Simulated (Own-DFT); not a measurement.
## Calculated data, Al16O23 (corundum with two vacancies, strained, atoms displaced)

A calculation, not a measurement: plane-wave PBE density functional theory by an unreviewed code, no spin, of a simulated periodic cell, stress positive in tension, free energy of the whole cell less one offset for each atom, defect cell not probed for a lower state with spin; oxygen file: force components 24 meV/angstrom off all-electron in one glass; forces on such cells passed a denser k mesh, this cell's mesh not checked; offsets are fitted by least squares, one for each functional and potential file, so energies compare only between cells with the same atoms and settings and are not formation energies; the far tail of each file's local potential was reset to the Coulomb form; each entry is a single point on an unrelaxed cell, so the pressure reflects the starting lattice, mostly measured values, from which strain is counted, and rises with the displacements; printed positions are rounded, which can move forces by about a meV/angstrom; the program is a retired in-house code; no spin-orbit coupling; before rounding, a Quantum ESPRESSO 7.3.1 run of the same cell and cutoff gave forces within 1 meV/angstrom rms on each cell, which checks the program and not the settings. Program: Own-DFT development build.

## Al16O23 (corundum with two vacancies, strained, atoms displaced)

```cif
# cell vector a (Å): 5.4557 -0.0201 8.6972
# cell vector b (Å): -2.8886 4.8798 8.7881
# cell vector c (Å): -2.7277 -4.6413 8.7081
data_Al16O23
_symmetry_space_group_name_H-M 'P 1'
_symmetry_Int_Tables_number 1
_cell_length_a 10.2668
_cell_length_b 10.4588
_cell_length_c 10.2378
_cell_angle_alpha 54.776
_cell_angle_beta 54.560
_cell_angle_gamma 55.659
_cell_volume 686.71
loop_
_atom_site_label
_atom_site_type_symbol
_atom_site_fract_x
_atom_site_fract_y
_atom_site_fract_z
_atom_site_occupancy
Al1 Al 0.17524 0.17759 0.17787 1
Al2 Al 0.32829 0.31826 0.32416 1
Al3 Al 0.42473 0.42523 0.43009 1
Al4 Al 0.07619 0.06832 0.07967 1
O1 O 0.28021 0.47315 0.12267 1
O2 O 0.47450 0.11903 0.28167 1
O3 O 0.22524 0.02516 0.37404 1
O4 O 0.03242 0.37221 0.21634 1
O5 O 0.37872 0.22503 0.02605 1
Al5 Al 0.17671 0.17963 0.67423 1
Al6 Al 0.32292 0.32225 0.82553 1
Al7 Al 0.42780 0.42558 0.92288 1
Al8 Al 0.07734 0.07294 0.57166 1
O6 O 0.27593 0.47882 0.62209 1
O7 O 0.47537 0.12322 0.77029 1
O8 O 0.11511 0.28173 0.97692 1
O9 O 0.22359 0.02733 0.87203 1
O10 O 0.02831 0.37966 0.71103 1
O11 O 0.37472 0.22628 0.52299 1
Al9 Al 0.17739 0.67866 0.17396 1
Al10 Al 0.33072 0.82346 0.31833 1
Al11 Al 0.43042 0.92493 0.41810 1
Al12 Al 0.07240 0.57471 0.07272 1
O12 O 0.27343 0.97238 0.11719 1
O13 O 0.47135 0.62961 0.27689 1
O14 O 0.12226 0.78038 0.47711 1
O15 O 0.22297 0.52213 0.37710 1
O16 O 0.03002 0.87195 0.22007 1
O17 O 0.37659 0.72193 0.02252 1
Al13 Al 0.17668 0.67866 0.67229 1
Al14 Al 0.32240 0.82901 0.81923 1
Al15 Al 0.42785 0.92977 0.92073 1
Al16 Al 0.07760 0.57614 0.57199 1
O18 O 0.47111 0.62646 0.77453 1
O19 O 0.12864 0.77843 0.96801 1
O20 O 0.22099 0.52823 0.87261 1
O21 O 0.02694 0.87274 0.71837 1
O22 O 0.37040 0.72285 0.53076 1
Al17 Al 0.67626 0.17610 0.17916 1
Al18 Al 0.81796 0.32485 0.33111 1
Al19 Al 0.92500 0.42189 0.42905 1
Al20 Al 0.57211 0.07533 0.07291 1
O23 O 0.77121 0.47619 0.12484 1
O24 O 0.97282 0.12164 0.27252 1
O25 O 0.62327 0.28041 0.47110 1
O26 O 0.72832 0.02928 0.37284 1
O27 O 0.53307 0.38034 0.20810 1
O28 O 0.86987 0.22637 0.02928 1
Al21 Al 0.67594 0.17897 0.67484 1
Al22 Al 0.82279 0.32503 0.81586 1
Al23 Al 0.91959 0.42395 0.92487 1
Al24 Al 0.57390 0.07535 0.57345 1
O29 O 0.77451 0.47591 0.62521 1
O30 O 0.97014 0.12939 0.78221 1
O31 O 0.62491 0.27887 0.96985 1
O32 O 0.72107 0.02322 0.87728 1
O33 O 0.52435 0.37109 0.72449 1
O34 O 0.87698 0.21849 0.52935 1
Al25 Al 0.67646 0.67588 0.17630 1
Al26 Al 0.82596 0.81817 0.32993 1
Al27 Al 0.92940 0.92549 0.42195 1
Al28 Al 0.57371 0.57604 0.07337 1
O35 O 0.77941 0.96835 0.12356 1
O36 O 0.96549 0.62947 0.27087 1
O37 O 0.61936 0.77571 0.47902 1
O38 O 0.72237 0.52657 0.37316 1
O39 O 0.52316 0.88019 0.21608 1
O40 O 0.87640 0.72913 0.02028 1
Al29 Al 0.66872 0.67731 0.67796 1
Al30 Al 0.82186 0.82358 0.82774 1
Al31 Al 0.93253 0.92558 0.92013 1
Al32 Al 0.58280 0.57084 0.56867 1
O41 O 0.78022 0.97649 0.61640 1
O42 O 0.96915 0.62591 0.77326 1
O43 O 0.63250 0.77620 0.96553 1
O44 O 0.72116 0.52777 0.87312 1
O45 O 0.52756 0.87559 0.72434 1
O46 O 0.86729 0.72436 0.52666 1
```

- functional: PBE
- potential files: PseudoDojo norm-conserving, scalar-relativistic, standard set
- wave cutoff: 72 hartree
- occupations: Fermi-Dirac
- smearing width: 0.1 eV
- k mesh: 3 x 3 x 3 centred on Gamma

To be estimated
1. Give the missing stress xx for Al16O23 (corundum with two vacancies, strained, atoms displaced).
2. Estimate the stress zz of Al16O23 (corundum with two vacancies, strained, atoms displaced).
3. Give the table of force values for Al16O23 (corundum with two vacancies, strained, atoms displaced).

## Answers
1. -5.48 GPa
2. -2.3 GPa
3. 
Force:
| element | x (eV/Å) | y (eV/Å) | z (eV/Å) |
| --- | --- | --- | --- |
| Al | -0.077 | 0.218 | -0.65 |
| Al | -0.924 | 0.659 | -0.516 |
| Al | 0.123 | 0.869 | -0.508 |
| Al | -0.527 | 1.65 | -0.906 |
| O | -0.193 | -0.191 | -0.269 |
| O | 0.048 | 0.632 | 0.263 |
| O | -0.156 | 0.578 | -0.437 |
| O | -1.12 | -0.249 | 0.282 |
| O | -0.725 | -0.659 | -1.144 |
| Al | -0.298 | -0.244 | -0.811 |
| Al | -0.599 | 0.49 | -0.255 |
| Al | -0.609 | 0.105 | 0.474 |
| Al | 0.462 | -0.131 | 0.814 |
| O | 0.62 | -0.77 | -0.124 |
| O | -1.159 | 0.002 | 0.94 |
| O | 1.545 | 0.405 | 0.247 |
| O | -0.426 | 0.278 | 0.193 |
| O | -0.023 | -0.547 | 0.093 |
| O | 0.533 | -0.475 | 0.537 |
| Al | 0.438 | -0.593 | -0.706 |
| Al | -1.222 | -0.114 | -0.601 |
| Al | -1.339 | -1.444 | 0.64 |
| Al | 0.409 | 0.275 | 0.237 |
| O | 0.488 | -0.861 | 1.812 |
| O | 0.062 | -0.439 | -0.408 |
| O | 0.861 | 0.985 | -0.845 |
| O | -0.252 | 0.855 | 0.294 |
| O | -0.053 | -0.249 | 0.138 |
| O | -0.151 | -0.261 | 0.667 |
| Al | -0.682 | -0.857 | -0.187 |
| Al | 0.492 | 0.583 | -0.32 |
| Al | 0.527 | -0.745 | -0.735 |
| Al | -0.874 | 0.054 | -0.563 |
| O | -0.03 | -0.542 | -0.109 |
| O | -0.315 | -0.027 | -0.327 |
| O | -0.033 | -0.262 | 0.173 |
| O | -0.212 | 0.757 | 1.225 |
| O | 1.475 | 0.572 | 0.452 |
| Al | 0.513 | 0.392 | -0.467 |
| Al | 1.704 | 1.27 | -1.022 |
| Al | 1.408 | 0.439 | 0.981 |
| Al | 0.986 | 0.393 | 0.836 |
| O | 0.415 | -0.51 | 0.703 |
| O | -0.715 | -0.249 | 1.438 |
| O | -0.161 | 0.023 | 0.053 |
| O | -0.665 | 0.024 | -0.753 |
| O | -0.895 | -1.529 | 0.053 |
| O | 0.953 | -0.082 | 0.001 |
| Al | -0.014 | -1.334 | -0.618 |
| Al | -0.481 | -0.717 | 1.406 |
| Al | -0.035 | 0.137 | 0.553 |
| Al | 0.864 | -0.056 | -0.254 |
| O | 0.606 | 0.311 | -1.091 |
| O | 0.652 | -0.132 | -1.113 |
| O | 0.08 | -0.181 | -0.418 |
| O | -0.156 | 0.983 | 0.039 |
| O | 0.775 | 0.979 | 0.428 |
| O | -0.333 | 0.538 | 0.026 |
| Al | 0.48 | 0.679 | -0.49 |
| Al | -0.11 | 1.233 | -0.745 |
| Al | -0.587 | -0.62 | 0.13 |
| Al | 0.226 | 0.617 | -0.39 |
| O | -0.363 | -0.169 | 0.392 |
| O | 0.174 | -0.859 | 0.403 |
| O | 0.867 | 1.102 | -0.324 |
| O | 0.148 | -0.328 | 0.233 |
| O | 0.595 | -0.511 | 0.122 |
| O | -0.18 | -1.388 | -0.215 |
| Al | -0.172 | -0.378 | 0.775 |
| Al | 1.272 | 1.268 | -0.473 |
| Al | -0.722 | -0.542 | 0.129 |
| Al | -2.145 | -0.143 | -0.063 |
| O | -0.423 | -0.665 | 0.581 |
| O | -0.212 | -0.473 | 0.342 |
| O | -1.597 | -0.362 | -0.515 |
| O | -0.087 | 0.196 | -0.119 |
| O | 0.375 | 0.627 | -0.377 |
| O | 0.872 | -0.292 | 0.764 |

Further results for Al16O23 (corundum with two vacancies, strained, atoms displaced):

- free energy of cell above offsets: -53.196 eV
- pressure: 4.48 GPa
- stress yy: -5.67 GPa
- stress yz: 2.23 GPa
- stress xz: -1.49 GPa
- stress xy: -6.22 GPa
